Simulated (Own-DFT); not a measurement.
# Bulk modulus against bond length in tetrahedral crystals

Calculated, not measured: single-point runs of Own-DFT, a retired in-house plane-wave DFT program that no person has reviewed, on unrelaxed cells, without spin or spin-orbit coupling.

Keep in mind (not all hold for every row): forces on such cells moved up to 12 meV/angstrom on a denser k mesh; k mesh not checked against a denser one; forces on such cells passed a denser k mesh, each cell not checked; stress not checked against mesh or cutoff.

All runs are PBE with PseudoDojo norm-conserving files; cutoff and k mesh are each material's own. Every cell starts from measured lattice constants and was given uniform random strains and small random moves of its atoms. Each triple is the change of volume in per cent, the rms move u in Å and the pressure in GPa.

- 4H SiC (C36Si36), 10.36 Å³/atom unstrained: (-2.65, 0.048, 11.18); (-0.13, 0.051, 5.55); (0.63, 0.054, 4.88); (1.20, 0.052, 2.86); (1.96, 0.050, 1.09); (1.98, 0.047, 1.16); (3.05, 0.048, -1.17)
- wurtzite GaN (Ga48N48), 11.42 Å³/atom unstrained: (-1.91, 0.052, 11.89); (-1.64, 0.050, 11.57); (-0.97, 0.052, 10.13); (-0.49, 0.052, 9.33); (-0.21, 0.046, 7.87); (1.38, 0.048, 4.91); (1.92, 0.052, 4.04)
- diamond silicon (Si64), 20.02 Å³/atom unstrained: (-1.83, 0.053, 4.69); (-1.73, 0.048, 4.34); (0.33, 0.051, 2.24); (0.77, 0.049, 1.66); (1.33, 0.054, 1.54); (1.85, 0.047, 0.83); (2.69, 0.050, 0.22)
- zincblende GaP (Ga32P32), 20.24 Å³/atom unstrained: withheld
- zincblende InP (In32P32), 25.27 Å³/atom unstrained: (-2.40, 0.049, 5.74); (-1.91, 0.050, 5.25); (-1.29, 0.048, 4.63); (-1.07, 0.046, 4.60); (-0.76, 0.053, 4.17); (0.78, 0.052, 3.17); (3.29, 0.048, 1.47)
- grey tin (Sn64), 34.15 Å³/atom unstrained: (-3.31, 0.054, 5.59); (-1.97, 0.050, 4.74); (-0.96, 0.050, 4.22); (-0.56, 0.047, 4.01); (-0.17, 0.049, 3.78); (1.80, 0.049, 2.77); (1.96, 0.052, 2.92)

## Worked fit

Fit a line to each set against the fractional change of volume; B is minus its slope, and u is nearly the same within a set. To take it to zero pressure, assume that B rises by 4 GPa for each GPa: B0 = B - 4 x (mean pressure). The bond length of an ideal tetrahedral crystal with the unstrained volume v is d = (√3/4)(8 v)^(1/3). Cohen's empirical rule reads B0 = (1971 - 220 L) d^(-3.5) GPa, with L = 0 for group IV crystals and SiC and 1 for III-V compounds.

```
                material  L  d (Å)  B (GPa)  mean P (GPa)  B0 (GPa)  rule (GPa)
        4H SiC (C36Si36)  0  1.888  217 ± 8           3.7   203 ± 8         213
  wurtzite GaN (Ga48N48)  1  1.950  212 ± 9           8.5   178 ± 9         169
  diamond silicon (Si64)  0  2.352   98 ± 5           2.2    89 ± 5          99
zincblende GaP (Ga32P32)  1  2.360        ?             ?         ?          87
zincblende InP (In32P32)  1  2.541   74 ± 3           4.1    57 ± 3          67
         grey tin (Sn64)  0  2.810   52 ± 2           4.0    36 ± 2          53
```

A line through ln[B0/(1971 - 220 L)] against ln d has a slope of -4.4 ± 0.3 and a scatter of 9 %. Against the rule, B0 stands at 95 % for 4H SiC, 105 % for wurtzite GaN, 90 % for diamond silicon, 85 % for zincblende InP, 67 % for grey tin. PBE tends to make silicon and heavier crystals too soft, and the rule itself is only a guide.

## The run left out

Asked: what B0 does the fitted trend give for zincblende GaP (Ga32P32)?

From the line: 74 GPa. Its own runs give B = 95 ± 6 GPa at a mean pressure of 4.0 GPa, so B0 = 79 GPa.
